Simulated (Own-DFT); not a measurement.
Hf₃₆O₇₁ (tetragonal hafnia with one neutral oxygen vacancy, atoms displaced) (calculated)

Computed with Own-DFT development build. A calculation, not a measurement: plane-wave PBE and HSE06 DFT by an unreviewed code, no spin, of a simulated cell at Gamma alone, so results move with cell size and shape, stress positive in tension, energies less offsets, not probed for a lower state with spin; hafnium file: forces about 75 meV/angstrom off all-electron values; oxygen file: force components 24 meV/angstrom off all-electron in a glass; k mesh not checked against a denser one; forces and stress are PBE's, HSE06 gives the energy alone, and its difference from PBE has offsets of its own; offsets are fitted by least squares, one for each functional and potential file, so energies compare only between cells with the same atoms and settings and are not formation energies; the far tail of each file's local potential was reset to the Coulomb form; each entry is a single point on an unrelaxed cell, so the pressure reflects the starting lattice, taken from the Materials Project, from which strain is counted, and rises with the displacements; printed positions are rounded, which can move forces by about a meV/angstrom; the program is a retired in-house code; no spin-orbit coupling.

Settings shared by all entries: first functional PBE; second functional HSE06; exact exchange share 0.25; screening 0.11 1/bohr; exchange divergence Gygi-Baldereschi; potential files PseudoDojo norm-conserving, scalar-relativistic, made for PBE, standard set; wave cutoff 48 hartree; occupations fixed; k mesh 1 x 1 x 1 centred on Gamma.

(1) 
```cif
# cell vector a (Å): 10.7800 0.0000 0.0000
# cell vector b (Å): 0.0000 10.7800 0.0000
# cell vector c (Å): 0.0000 0.0000 10.4493
data_Hf36O71
_symmetry_space_group_name_H-M 'P 1'
_symmetry_Int_Tables_number 1
_cell_length_a 10.7800
_cell_length_b 10.7800
_cell_length_c 10.4493
_cell_angle_alpha 90.000
_cell_angle_beta 90.000
_cell_angle_gamma 90.000
_cell_volume 1214.30
loop_
_atom_site_label
_atom_site_type_symbol
_atom_site_fract_x
_atom_site_fract_y
_atom_site_fract_z
_atom_site_occupancy
Hf1 Hf 0.00259 0.01603 0.99802 1
Hf2 Hf 0.16534 0.16965 0.24913 1
O1 O 0.00338 0.17431 0.17641 1
O2 O 0.16569 0.00109 0.33984 1
O3 O 0.16186 0.99611 0.09863 1
Hf3 Hf 0.00786 0.99863 0.49725 1
Hf4 Hf 0.15958 0.16559 0.75713 1
O4 O 0.99587 0.16141 0.65681 1
O5 O 0.17239 0.99136 0.84360 1
O6 O 0.99778 0.15495 0.88989 1
O7 O 0.16224 0.98938 0.59655 1
Hf5 Hf 0.00192 0.33586 0.01520 1
Hf6 Hf 0.16650 0.50331 0.25918 1
O8 O 0.98490 0.51143 0.15438 1
O9 O 0.16691 0.34210 0.34292 1
O10 O 0.00604 0.50520 0.40207 1
O11 O 0.17436 0.33034 0.09203 1
Hf7 Hf 0.99534 0.32396 0.49586 1
Hf8 Hf 0.17214 0.49766 0.75652 1
O12 O 0.99345 0.49865 0.64823 1
O13 O 0.16887 0.32979 0.85566 1
O14 O 0.99316 0.51230 0.91404 1
O15 O 0.16377 0.33135 0.58990 1
Hf9 Hf 0.99580 0.67308 0.00853 1
Hf10 Hf 0.16840 0.84070 0.25131 1
O16 O 0.99914 0.82585 0.14950 1
O17 O 0.17219 0.66408 0.35911 1
O18 O 0.01418 0.83019 0.40699 1
O19 O 0.17287 0.66748 0.09891 1
Hf11 Hf 0.00071 0.65993 0.49193 1
Hf12 Hf 0.16612 0.82781 0.73369 1
O20 O 0.01021 0.83064 0.66783 1
O21 O 0.15870 0.67109 0.85886 1
O22 O 0.99906 0.84951 0.90814 1
O23 O 0.16361 0.66844 0.60417 1
Hf13 Hf 0.33318 0.00817 0.99360 1
Hf14 Hf 0.49925 0.17212 0.25785 1
O24 O 0.33856 0.15842 0.15467 1
O25 O 0.49640 0.00246 0.34418 1
O26 O 0.32635 0.16748 0.40948 1
O27 O 0.50096 0.00604 0.09488 1
Hf15 Hf 0.33139 0.00949 0.48865 1
Hf16 Hf 0.50400 0.17269 0.74665 1
O28 O 0.33597 0.17204 0.64560 1
O29 O 0.49409 0.00913 0.84912 1
O30 O 0.33265 0.17816 0.89768 1
O31 O 0.50362 0.99711 0.60609 1
Hf17 Hf 0.33380 0.33685 0.99110 1
Hf18 Hf 0.48506 0.50568 0.25242 1
O32 O 0.33622 0.48926 0.14370 1
O33 O 0.49971 0.33369 0.36327 1
O34 O 0.33431 0.50074 0.40194 1
O35 O 0.50320 0.32991 0.10711 1
Hf19 Hf 0.33693 0.33781 0.48057 1
Hf20 Hf 0.50086 0.48951 0.74257 1
O36 O 0.33181 0.49203 0.65328 1
O37 O 0.51111 0.32309 0.84699 1
O38 O 0.34404 0.50474 0.90362 1
O39 O 0.49772 0.32726 0.60344 1
Hf21 Hf 0.33811 0.66245 0.00163 1
Hf22 Hf 0.50933 0.83619 0.24365 1
O40 O 0.34296 0.83355 0.14755 1
O41 O 0.51339 0.67323 0.34011 1
O42 O 0.33470 0.84143 0.40210 1
O43 O 0.50520 0.66169 0.10654 1
Hf23 Hf 0.33375 0.68203 0.49466 1
Hf24 Hf 0.49424 0.84412 0.74501 1
O44 O 0.32376 0.83653 0.65780 1
O45 O 0.49089 0.66948 0.84771 1
O46 O 0.33026 0.84051 0.90065 1
O47 O 0.51350 0.66774 0.59441 1
Hf25 Hf 0.66878 0.01308 0.99539 1
Hf26 Hf 0.83019 0.16778 0.24013 1
O48 O 0.66976 0.16837 0.14504 1
O49 O 0.82764 0.99937 0.33963 1
O50 O 0.65846 0.16597 0.39850 1
O51 O 0.83523 0.98996 0.10551 1
Hf27 Hf 0.67528 0.99544 0.50303 1
Hf28 Hf 0.83256 0.17702 0.75354 1
O52 O 0.65194 0.15494 0.66289 1
O53 O 0.82110 0.00877 0.84515 1
O54 O 0.64977 0.15266 0.89321 1
O55 O 0.84216 0.99830 0.59596 1
Hf29 Hf 0.66608 0.33135 0.99959 1
Hf30 Hf 0.84175 0.50841 0.23710 1
O56 O 0.67522 0.50050 0.13891 1
O57 O 0.83337 0.34263 0.35329 1
O58 O 0.66093 0.50578 0.41367 1
O59 O 0.82769 0.33861 0.10298 1
Hf31 Hf 0.66512 0.32944 0.48789 1
Hf32 Hf 0.83375 0.48794 0.75681 1
O60 O 0.67975 0.50826 0.65083 1
O61 O 0.82490 0.33447 0.83568 1
O62 O 0.66935 0.48990 0.90746 1
O63 O 0.83546 0.34539 0.59417 1
Hf33 Hf 0.66695 0.66776 0.99668 1
Hf34 Hf 0.83922 0.83500 0.24336 1
O64 O 0.67686 0.81731 0.15777 1
O65 O 0.82904 0.67431 0.33349 1
O66 O 0.66499 0.83070 0.38654 1
O67 O 0.84062 0.66259 0.09713 1
Hf35 Hf 0.67850 0.67392 0.49827 1
Hf36 Hf 0.83644 0.83119 0.74052 1
O68 O 0.65991 0.82052 0.65923 1
O69 O 0.82726 0.66727 0.84924 1
O70 O 0.66272 0.82823 0.90078 1
O71 O 0.82818 0.66554 0.58868 1
_calc_PBE_energy_of_cell_above_offsets '-87.719'  # eV
_calc_HSE06_less_PBE_above_offsets '0.599'  # eV
_calc_PBE_pressure 5.04  # GPa
_calc_PBE_stress_xx -4.96  # GPa
_calc_PBE_stress_yy -5.42  # GPa
_calc_PBE_stress_zz -4.73  # GPa
_calc_PBE_stress_yz 0.72  # GPa
_calc_PBE_stress_xz 0.11  # GPa
_calc_PBE_stress_xy 0.2  # GPa
```

Force:
```csv
element,x (eV/Å),y (eV/Å),z (eV/Å)
Hf,-0.567,-6.327,0.823
Hf,3.057,-0.301,0.68
O,-1.472,0.515,-2.633
O,-0.169,1.263,1.234
O,0.241,0.92,0.159
Hf,-0.694,0.537,0.067
Hf,2.584,-0.977,-1.84
O,0.209,0.673,-1.165
O,-0.223,2.982,0.13
O,-0.052,4.703,0.501
O,0.837,1.13,-1.062
Hf,0.287,1.871,-1.629
Hf,-0.034,2.003,-1.573
O,8.129,-1.823,-2.472
O,-0.031,-1.803,0.05
O,0.085,-1.896,-1.304
O,-2.232,-0.06,1.057
Hf,0.459,1.167,0.945
Hf,-1.37,1.742,-1.095
O,1.583,0.247,1.211
O,-1.083,1.181,-0.375
O,0.243,-4.211,-0.315
O,-0.363,-0.046,-0.065
Hf,2.285,2.549,-2.202
Hf,0.404,-2.049,-2.283
O,1.838,0.093,1.24
O,0.489,0.645,-0.852
O,-0.339,0.69,-0.4
O,-0.613,-0.805,1.323
Hf,-0.169,0.682,2.57
Hf,1.587,-0.459,6.102
O,-5.657,-0.014,-3.243
O,0.763,-1.513,-1.401
O,-1.04,-0.532,0.306
O,0.932,-0.683,-1.089
Hf,0.951,-1.721,-0.3
Hf,0.542,-1.192,-2.115
O,-1.258,0.586,0.546
O,-0.326,0.411,0.655
O,-0.041,1.336,-3.044
O,0.907,-0.404,0.092
Hf,1.233,-1.321,3.708
Hf,-4.528,-2.017,0.385
O,-1.611,-1.028,0.523
O,-0.647,-1.34,-0.007
O,-0.713,-1.218,0.336
O,-0.617,-0.725,-2.225
Hf,1.74,-0.076,1.092
Hf,3.82,0.854,-0.553
O,-1.467,0.605,1.129
O,-0.498,0.273,-1.402
O,0.218,2.167,-1.635
O,-0.31,0.034,-0.568
Hf,-0.689,-1.041,5.441
Hf,1.443,2.043,-0.027
O,-0.019,0.251,0.072
O,-0.48,3.211,1.401
O,-0.786,-2.096,-1.252
O,0.878,1.314,-1.011
Hf,0.373,3.444,-0.655
Hf,0.287,-0.047,-0.583
O,-1.408,0.111,1.02
O,-2.237,-0.963,0.559
O,-0.504,-0.575,-0.484
O,-1.106,-0.386,-0.888
Hf,0.977,-0.905,2.078
Hf,-0.146,-0.767,2.207
O,3.644,-0.737,-3.2
O,0.455,-0.875,-0.387
O,0.724,-0.968,0.809
O,-3.339,-0.324,-0.566
Hf,-0.601,-4.237,0.663
Hf,-1.299,-0.308,2.474
O,-0.267,-0.215,0.224
O,0.696,1.19,1.279
O,0.759,-0.749,0.012
O,0.566,2.179,-1.495
Hf,-1.329,-0.457,-0.461
Hf,-1.094,-3.874,-2.13
O,6.359,0.384,-3.355
O,0.293,-0.402,-0.234
O,1.717,4.375,0.54
O,-0.882,-0.676,-0.554
Hf,-1.997,0.509,0.742
Hf,-7.616,0.099,3.835
O,-1.064,-0.332,1.631
O,0.453,-1.69,-0.954
O,-0.189,-1.595,-1.074
O,2.462,-1.478,-1.012
Hf,0.486,2.905,1.761
Hf,-0.048,5.565,-2.423
O,-2.007,-1.086,1.378
O,0.413,-2.689,4.076
O,-0.329,1.138,-1.213
O,-0.779,-2.158,0.167
Hf,0.206,-0.235,-0.014
Hf,-1.01,0.321,0.022
O,-1.154,0.343,-1.622
O,1.025,-1.535,1.802
O,0.42,2.353,2.53
O,-2.298,0.423,-0.068
Hf,-3.364,-0.969,-1.184
Hf,-0.828,-0.222,2.709
O,2.343,1.55,-1.479
O,0.447,0.188,-0.757
O,-0.091,1.882,0.574
O,4.241,1.496,1.051
```

(2) 
```cif
# cell vector a (Å): 10.7800 0.0000 0.0000
# cell vector b (Å): 0.0000 10.7800 0.0000
# cell vector c (Å): 0.0000 0.0000 10.4493
data_Hf36O71
_symmetry_space_group_name_H-M 'P 1'
_symmetry_Int_Tables_number 1
_cell_length_a 10.7800
_cell_length_b 10.7800
_cell_length_c 10.4493
_cell_angle_alpha 90.000
_cell_angle_beta 90.000
_cell_angle_gamma 90.000
_cell_volume 1214.30
loop_
_atom_site_label
_atom_site_type_symbol
_atom_site_fract_x
_atom_site_fract_y
_atom_site_fract_z
_atom_site_occupancy
Hf1 Hf 0.00081 0.00575 0.00049 1
Hf2 Hf 0.16660 0.16470 0.26260 1
O1 O 0.00551 0.17147 0.15021 1
O2 O 0.16566 0.00372 0.34518 1
O3 O 0.99458 0.16997 0.40667 1
O4 O 0.16913 0.99086 0.09558 1
Hf3 Hf 0.00483 0.00180 0.50414 1
Hf4 Hf 0.17205 0.16552 0.74665 1
O5 O 0.99647 0.16338 0.65296 1
O6 O 0.17064 0.99643 0.83531 1
O7 O 0.99666 0.16788 0.90110 1
O8 O 0.17320 0.00288 0.59908 1
Hf5 Hf 0.00361 0.31902 0.99790 1
Hf6 Hf 0.16363 0.50571 0.24946 1
O9 O 0.99742 0.50204 0.14433 1
O10 O 0.16540 0.33051 0.35393 1
O11 O 0.99689 0.49609 0.40531 1
O12 O 0.16673 0.32898 0.10298 1
Hf7 Hf 0.00199 0.32567 0.50813 1
Hf8 Hf 0.16705 0.50657 0.74883 1
O13 O 0.99762 0.49956 0.66202 1
O14 O 0.16744 0.32827 0.84240 1
O15 O 0.99891 0.50656 0.91215 1
O16 O 0.16491 0.32834 0.59634 1
Hf9 Hf 0.00596 0.66704 0.00444 1
Hf10 Hf 0.16960 0.83158 0.24943 1
O17 O 0.00137 0.83916 0.15804 1
O18 O 0.16810 0.66907 0.33952 1
O19 O 0.00529 0.83815 0.40248 1
O20 O 0.15983 0.66753 0.09888 1
Hf11 Hf 0.99714 0.66098 0.50281 1
Hf12 Hf 0.16379 0.82955 0.74198 1
O21 O 0.99643 0.82788 0.65812 1
O22 O 0.16124 0.65921 0.85685 1
O23 O 0.99743 0.81853 0.90985 1
O24 O 0.17023 0.66576 0.59592 1
Hf13 Hf 0.33220 0.00500 0.00083 1
Hf14 Hf 0.50521 0.16736 0.25271 1
O25 O 0.32478 0.16873 0.15329 1
O26 O 0.50198 0.99822 0.34732 1
O27 O 0.32753 0.16444 0.40974 1
O28 O 0.49010 0.99889 0.09084 1
Hf15 Hf 0.32925 0.00553 0.50223 1
Hf16 Hf 0.50472 0.16747 0.75898 1
O29 O 0.33060 0.17202 0.65547 1
O30 O 0.50315 0.00461 0.84837 1
O31 O 0.33531 0.16720 0.90878 1
O32 O 0.49726 0.99448 0.59912 1
Hf17 Hf 0.32874 0.33288 0.99594 1
Hf18 Hf 0.49926 0.49859 0.25285 1
O33 O 0.33402 0.49929 0.15590 1
O34 O 0.49980 0.33322 0.34443 1
O35 O 0.33237 0.49500 0.39947 1
O36 O 0.49529 0.33571 0.09485 1
Hf19 Hf 0.33667 0.32146 0.49955 1
Hf20 Hf 0.50620 0.50891 0.75226 1
O37 O 0.33946 0.49755 0.65621 1
O38 O 0.49988 0.33895 0.85090 1
O39 O 0.33317 0.49953 0.90020 1
O40 O 0.49917 0.33045 0.60122 1
Hf21 Hf 0.33338 0.66026 0.00516 1
Hf22 Hf 0.49224 0.83334 0.24987 1
O41 O 0.33986 0.84117 0.15249 1
O42 O 0.49503 0.66682 0.34882 1
O43 O 0.33858 0.83330 0.39641 1
O44 O 0.50413 0.67170 0.10549 1
Hf23 Hf 0.32525 0.66585 0.49491 1
Hf24 Hf 0.51051 0.83027 0.75095 1
O45 O 0.33996 0.83243 0.65403 1
O46 O 0.48866 0.66684 0.84961 1
O47 O 0.33096 0.83744 0.90043 1
O48 O 0.49312 0.67289 0.59694 1
Hf25 Hf 0.67131 0.99737 0.99795 1
Hf26 Hf 0.83511 0.16180 0.25383 1
O49 O 0.66821 0.17081 0.15314 1
O50 O 0.83250 0.00054 0.34157 1
O51 O 0.65865 0.16664 0.41308 1
O52 O 0.82721 0.00496 0.10396 1
Hf27 Hf 0.67232 0.98825 0.50016 1
Hf28 Hf 0.82924 0.16942 0.76206 1
O53 O 0.66826 0.17104 0.65716 1
O54 O 0.83003 0.99957 0.85898 1
O55 O 0.65940 0.16197 0.90337 1
O56 O 0.83991 0.00010 0.58468 1
Hf29 Hf 0.67127 0.33060 0.99737 1
Hf30 Hf 0.83682 0.49848 0.25062 1
O57 O 0.65394 0.49829 0.15659 1
O58 O 0.83237 0.33965 0.35224 1
O59 O 0.66376 0.50349 0.41547 1
O60 O 0.82800 0.32551 0.10090 1
Hf31 Hf 0.65980 0.32918 0.49400 1
Hf32 Hf 0.82708 0.50161 0.75277 1
O61 O 0.66439 0.49801 0.65108 1
O62 O 0.84362 0.33572 0.84732 1
O63 O 0.67547 0.49994 0.90874 1
O64 O 0.83727 0.33502 0.59699 1
Hf33 Hf 0.66300 0.67191 0.00214 1
Hf34 Hf 0.83419 0.82306 0.25177 1
O65 O 0.83366 0.65592 0.34416 1
O66 O 0.66895 0.83738 0.39842 1
O67 O 0.84725 0.66265 0.09854 1
Hf35 Hf 0.66687 0.66164 0.49469 1
Hf36 Hf 0.83795 0.82557 0.75154 1
O68 O 0.66675 0.83391 0.64834 1
O69 O 0.82725 0.67227 0.84763 1
O70 O 0.66872 0.82860 0.90256 1
O71 O 0.82648 0.66096 0.59237 1
_calc_PBE_energy_of_cell_above_offsets '-95.711'  # eV
_calc_HSE06_less_PBE_above_offsets '0.152'  # eV
_calc_PBE_pressure 3.24  # GPa
_calc_PBE_stress_xx -1.38  # GPa
_calc_PBE_stress_yy -4.47  # GPa
_calc_PBE_stress_zz -3.88  # GPa
_calc_PBE_stress_yz -0.49  # GPa
_calc_PBE_stress_xz 0.33  # GPa
_calc_PBE_stress_xy -0.03  # GPa
```

Force:
```csv
element,x (eV/Å),y (eV/Å),z (eV/Å)
Hf,0.031,-2.129,0.997
Hf,0.361,2.18,-2.268
O,-0.816,-1.005,0.142
O,0.051,-1.525,1.176
O,0.12,-1.49,-0.745
O,-1.259,0.394,-0.368
Hf,-0.252,0.469,-0.991
Hf,-1.065,0.292,0.062
O,0.411,-0.224,0.625
O,-1.162,0.368,0.899
O,0.1,-2.034,-0.607
O,-1.635,-0.531,-0.076
Hf,0.022,4.07,1.702
Hf,-0.054,-2.442,-0.418
O,0.599,-0.854,2.297
O,-0.032,0.546,-0.467
O,0.701,0.996,0.104
O,-0.24,0.8,-0.99
Hf,-0.737,1.129,-0.408
Hf,0.648,-1.442,0.815
O,0.33,0.885,-0.749
O,-0.309,0.902,0.735
O,-0.174,-2.133,-1.182
O,0.865,0.099,0.422
Hf,-0.811,-1.897,-0.354
Hf,-0.177,1.651,-0.879
O,-0.48,0.148,0.173
O,-0.092,-0.518,1.557
O,-0.249,-1.51,1.016
O,3.091,0.16,1.445
Hf,-0.321,-0.09,-0.601
Hf,2.945,-0.174,2.279
O,0.626,-0.025,-1.194
O,1.002,1.458,-1.465
O,-0.129,4.42,-1.717
O,-1.821,-0.041,0.541
Hf,-0.371,-1.575,-0.57
Hf,-0.579,-0.767,-1.513
O,1.175,-0.405,1.111
O,-0.106,0.844,-0.328
O,0.427,-0.324,-1.417
O,3.029,0.238,1.047
Hf,2.576,-2.568,0.275
Hf,-0.372,0.695,-1.115
O,1.416,-0.397,-0.402
O,0.234,-1.378,-0.282
O,-0.192,0.224,-1.327
O,0.582,0.642,-0.406
Hf,0.528,0.263,1.213
Hf,-1.016,0.567,-0.06
O,-0.728,0.941,-0.711
O,0.146,-0.623,1.018
O,-0.385,0.356,0.792
O,0.571,-0.598,-0.062
Hf,-0.691,3.156,1.349
Hf,-1.743,-1.727,-0.666
O,-0.932,0.326,-0.171
O,0.437,-0.32,-0.488
O,-0.387,0.311,0.752
O,0.211,-0.305,-0.843
Hf,-0.054,1.184,-1.004
Hf,1.485,-0.076,0.39
O,-2.1,-1.116,-0.266
O,0.408,-0.035,-0.026
O,-1.028,0.443,0.657
O,-0.812,0.338,-0.927
Hf,3.007,-0.291,-0.128
Hf,-2.761,1.328,-0.41
O,-1.794,-0.107,-0.091
O,1.146,0.274,0.903
O,-0.079,-1.113,0.866
O,1.444,-0.518,-0.039
Hf,-1.422,-0.316,0.897
Hf,0.021,1.463,-0.641
O,-0.818,-0.423,0.527
O,-0.075,-0.878,0.599
O,0.252,-1.25,-1.443
O,1.247,-0.202,-0.635
Hf,-1.42,1.669,0.437
Hf,0.341,-0.071,-2.24
O,0.367,-0.256,0.53
O,0.402,-0.466,-1.067
O,0.985,1.316,-0.154
O,-0.799,-0.45,1.465
Hf,-1.809,0.539,1.532
Hf,-0.113,-1.462,-1.694
O,2.789,0.08,-0.147
O,-0.588,-1.324,-0.589
O,-0.423,-1.588,-1.913
O,1.237,0.316,-0.616
Hf,1.28,0.719,2.183
Hf,0.793,-0.13,0.035
O,0.268,0.464,0.675
O,-0.868,-0.544,0.531
O,-0.144,0.309,-0.677
O,-1.354,0.013,0.526
Hf,1.387,-1.107,1.324
Hf,-0.096,0.97,-1.003
O,0.011,2.041,1.22
O,0.581,-2.091,-0.763
O,-3.573,0.91,0.683
Hf,-2.102,1.655,0.839
Hf,-1.247,1.103,0.704
O,1.52,0.153,0.242
O,-0.279,-1.321,-0.603
O,-0.668,0.918,-0.032
O,1.539,0.456,0.646
```

(3) 
```cif
# cell vector a (Å): 10.7800 0.0000 0.0000
# cell vector b (Å): 0.0000 10.7800 0.0000
# cell vector c (Å): 0.0000 0.0000 10.4493
data_Hf36O71
_symmetry_space_group_name_H-M 'P 1'
_symmetry_Int_Tables_number 1
_cell_length_a 10.7800
_cell_length_b 10.7800
_cell_length_c 10.4493
_cell_angle_alpha 90.000
_cell_angle_beta 90.000
_cell_angle_gamma 90.000
_cell_volume 1214.30
loop_
_atom_site_label
_atom_site_type_symbol
_atom_site_fract_x
_atom_site_fract_y
_atom_site_fract_z
_atom_site_occupancy
Hf1 Hf 0.00181 0.00019 0.99980 1
Hf2 Hf 0.16494 0.16910 0.25262 1
O1 O 0.99864 0.16277 0.15003 1
O2 O 0.16541 0.00158 0.34933 1
O3 O 0.99821 0.16810 0.40697 1
O4 O 0.16666 0.99732 0.09633 1
Hf3 Hf 0.00279 0.99964 0.49889 1
Hf4 Hf 0.16925 0.16218 0.75453 1
O5 O 0.00143 0.16245 0.64967 1
O6 O 0.17241 0.00203 0.84743 1
O7 O 0.99903 0.17442 0.90518 1
O8 O 0.16536 0.99917 0.59704 1
Hf5 Hf 0.99891 0.33778 0.00025 1
Hf6 Hf 0.16635 0.50248 0.24766 1
O9 O 0.00160 0.49744 0.14994 1
O10 O 0.16810 0.33056 0.34855 1
O11 O 0.00269 0.50181 0.39981 1
O12 O 0.16868 0.33113 0.09959 1
Hf7 Hf 0.00094 0.33218 0.49659 1
Hf8 Hf 0.16886 0.50603 0.74901 1
O13 O 0.00008 0.50297 0.65415 1
O14 O 0.16909 0.33529 0.84504 1
O15 O 0.99921 0.49830 0.90161 1
O16 O 0.17031 0.33190 0.59897 1
Hf9 Hf 0.99948 0.66470 0.00618 1
Hf10 Hf 0.16421 0.83571 0.25472 1
O17 O 0.99767 0.83250 0.15569 1
O18 O 0.16868 0.66981 0.34909 1
O19 O 0.99673 0.83163 0.40556 1
O20 O 0.16441 0.66699 0.09940 1
Hf11 Hf 0.00013 0.66720 0.49884 1
Hf12 Hf 0.16518 0.83531 0.74864 1
O21 O 0.00187 0.83506 0.64941 1
O22 O 0.17117 0.66783 0.84958 1
O23 O 0.99893 0.83285 0.90490 1
O24 O 0.16655 0.67003 0.59099 1
Hf13 Hf 0.32996 0.00122 0.00209 1
Hf14 Hf 0.50357 0.16565 0.24586 1
O25 O 0.33700 0.16695 0.15405 1
O26 O 0.50180 0.99791 0.34422 1
O27 O 0.32943 0.16786 0.40163 1
O28 O 0.49874 0.99958 0.09936 1
Hf15 Hf 0.33102 0.00045 0.49586 1
Hf16 Hf 0.49838 0.16396 0.75042 1
O29 O 0.33336 0.16699 0.65647 1
O30 O 0.49738 0.99878 0.84666 1
O31 O 0.33461 0.16816 0.90359 1
O32 O 0.49970 0.99184 0.59842 1
Hf17 Hf 0.33396 0.33071 0.00240 1
Hf18 Hf 0.50098 0.49689 0.24639 1
O33 O 0.33566 0.49325 0.15393 1
O34 O 0.50778 0.33422 0.34903 1
O35 O 0.33608 0.50214 0.40858 1
O36 O 0.50160 0.33046 0.09949 1
Hf19 Hf 0.33498 0.33345 0.50334 1
Hf20 Hf 0.49648 0.49884 0.75133 1
O37 O 0.33172 0.49686 0.65176 1
O38 O 0.50567 0.33684 0.84787 1
O39 O 0.33054 0.49878 0.90649 1
O40 O 0.50745 0.33365 0.59204 1
Hf21 Hf 0.33480 0.67013 0.00443 1
Hf22 Hf 0.50067 0.83217 0.25308 1
O41 O 0.33402 0.83336 0.15202 1
O42 O 0.33022 0.82976 0.40177 1
O43 O 0.50073 0.66877 0.09582 1
Hf23 Hf 0.33538 0.66642 0.49753 1
Hf24 Hf 0.49987 0.83836 0.75247 1
O44 O 0.33150 0.83275 0.64976 1
O45 O 0.49956 0.66874 0.85073 1
O46 O 0.33271 0.83646 0.90515 1
O47 O 0.49766 0.67020 0.59371 1
Hf25 Hf 0.66309 0.99795 0.99582 1
Hf26 Hf 0.83389 0.16272 0.24988 1
O48 O 0.66504 0.16331 0.15124 1
O49 O 0.83649 0.00404 0.34780 1
O50 O 0.66705 0.16822 0.40506 1
O51 O 0.83445 0.00333 0.09051 1
Hf27 Hf 0.66511 0.00516 0.50556 1
Hf28 Hf 0.83018 0.16129 0.75052 1
O52 O 0.67231 0.16494 0.65707 1
O53 O 0.83518 0.99422 0.84676 1
O54 O 0.66250 0.17091 0.90016 1
O55 O 0.83519 0.00235 0.59823 1
Hf29 Hf 0.66813 0.32870 0.00952 1
Hf30 Hf 0.83683 0.49863 0.24901 1
O56 O 0.66655 0.50096 0.15007 1
O57 O 0.83809 0.33355 0.34774 1
O58 O 0.66276 0.50334 0.41118 1
O59 O 0.83382 0.33280 0.10018 1
Hf31 Hf 0.66348 0.33009 0.50068 1
Hf32 Hf 0.83250 0.49814 0.74919 1
O60 O 0.66612 0.49648 0.64865 1
O61 O 0.83386 0.33859 0.84342 1
O62 O 0.67011 0.50498 0.90352 1
O63 O 0.82925 0.33717 0.59199 1
Hf33 Hf 0.66903 0.66682 0.00053 1
Hf34 Hf 0.83747 0.83194 0.24914 1
O64 O 0.66692 0.83215 0.15451 1
O65 O 0.83309 0.66894 0.35011 1
O66 O 0.67064 0.84297 0.39473 1
O67 O 0.83407 0.67031 0.09878 1
Hf35 Hf 0.66063 0.66789 0.49826 1
Hf36 Hf 0.83438 0.83266 0.75249 1
O68 O 0.66232 0.83196 0.64720 1
O69 O 0.83750 0.66554 0.84876 1
O70 O 0.66733 0.83139 0.89821 1
O71 O 0.83376 0.66703 0.59808 1
_calc_PBE_energy_of_cell_above_offsets '-100.537'  # eV
_calc_HSE06_less_PBE_above_offsets '-0.107'  # eV
_calc_PBE_pressure 1.14  # GPa
_calc_PBE_stress_xx -0.94  # GPa
_calc_PBE_stress_yy -0.64  # GPa
_calc_PBE_stress_zz -1.86  # GPa
_calc_PBE_stress_yz -0.19  # GPa
_calc_PBE_stress_xz 0.06  # GPa
_calc_PBE_stress_xy -0.02  # GPa
```

Force:
```csv
element,x (eV/Å),y (eV/Å),z (eV/Å)
Hf,-0.559,0.636,-0.156
Hf,0.324,0.222,-0.608
O,0.439,0.057,0.795
O,-0.032,-0.155,-0.001
O,0.396,-0.344,-1.034
O,-0.176,0.076,0.417
Hf,-0.97,0.274,0.685
Hf,-1.127,2.163,-0.92
O,-0.141,0.227,0.854
O,-0.477,-0.654,0.5
O,0.102,-1.543,-0.272
O,0.879,0.088,0.053
Hf,0.497,-0.297,-0.555
Hf,0.393,-0.137,0.773
O,-0.211,0.224,0.073
O,-0.172,1.013,-0.182
O,0.101,-0.276,-0.343
O,-0.479,-0.047,-0.027
Hf,-0.265,0.579,1.31
Hf,-0.725,-1.01,0.27
O,0.495,-0.164,-0.266
O,0.053,-0.298,0.216
O,0.31,0.798,0.536
O,-0.496,0.007,-0.628
Hf,-0.189,0.053,-1.595
Hf,0.732,-0.578,-0.561
O,1.095,0.228,-0.424
O,-0.271,-0.588,-0.749
O,0.398,0.636,-0.8
O,0.492,-0.297,0.395
Hf,-0.822,-0.506,0.762
Hf,0.469,-0.745,-0.222
O,-0.281,0.1,0.685
O,-0.211,0.453,-0.308
O,0.398,0.039,-0.008
O,0.136,-0.278,0.913
Hf,0.623,-0.371,0.233
Hf,-0.637,-0.045,1.003
O,-0.898,-0.107,-0.039
O,-0.612,0.839,0.529
O,0.332,-0.238,0.356
O,0.297,0.138,-0.747
Hf,0.27,-0.489,0.45
Hf,0.498,1.072,0.386
O,0.6,-0.206,-0.486
O,0.419,0.85,0.529
O,0.225,-0.355,-0.159
O,-0.542,1.094,-0.06
Hf,-0.39,0.79,-0.425
Hf,0.369,0.637,1.127
O,-0.393,0.411,0.219
O,-0.507,-0.384,-0.762
O,0.205,-0.746,-0.982
O,-0.007,-0.007,0.087
Hf,-0.405,0.188,-0.168
Hf,1.193,0.672,0.101
O,0.698,0.102,0.19
O,-0.557,-0.755,-0.24
O,0.382,0.318,0.061
O,-2.328,-0.589,1.477
Hf,-0.07,-0.036,-0.92
Hf,0.544,-0.52,-0.246
O,-0.508,-0.085,0.452
O,0.461,1.093,-0.35
O,-0.02,-0.234,0.748
Hf,-0.455,0.343,0.52
Hf,-0.267,-1.686,-1.051
O,0.038,0.286,0.705
O,-0.346,-0.238,-0.589
O,0.061,-0.189,-0.059
O,-0.032,-0.383,-0.033
Hf,0.314,-0.045,0.7
Hf,0.286,0.443,0.109
O,0.848,0.265,-0.221
O,0.292,-0.557,-0.365
O,-0.022,-0.817,-0.531
O,-0.584,-0.146,0.296
Hf,0.718,-1.353,-0.811
Hf,1.952,0.994,0.093
O,-1.921,-0.326,-0.661
O,-0.214,1.268,0.23
O,0.398,-1.21,0.416
O,-0.38,-0.17,-0.033
Hf,-0.073,1.33,-1.805
Hf,-0.643,0.324,0.942
O,0.396,-0.185,0.589
O,-0.137,0.097,-0.701
O,-0.141,-0.407,-1.478
O,0.013,0.087,0.029
Hf,1.436,1.676,-0.556
Hf,-0.445,0.732,-0.694
O,-0.701,0.574,1.108
O,-0.13,-1.689,0.614
O,-0.168,-0.874,0.367
O,1.27,-0.38,0.312
Hf,-0.361,-0.241,-0.408
Hf,-1.847,0.174,1.024
O,0.108,0.247,-0.641
O,0.152,-0.741,-0.746
O,-0.563,-0.926,0.996
O,0.218,-0.341,0.364
Hf,1.366,0.815,0.306
Hf,-0.255,-1.402,-1.241
O,0.784,0.316,0.826
O,-0.045,0.484,0.124
O,-0.078,0.604,0.218
O,-0.182,0.257,-0.207
```
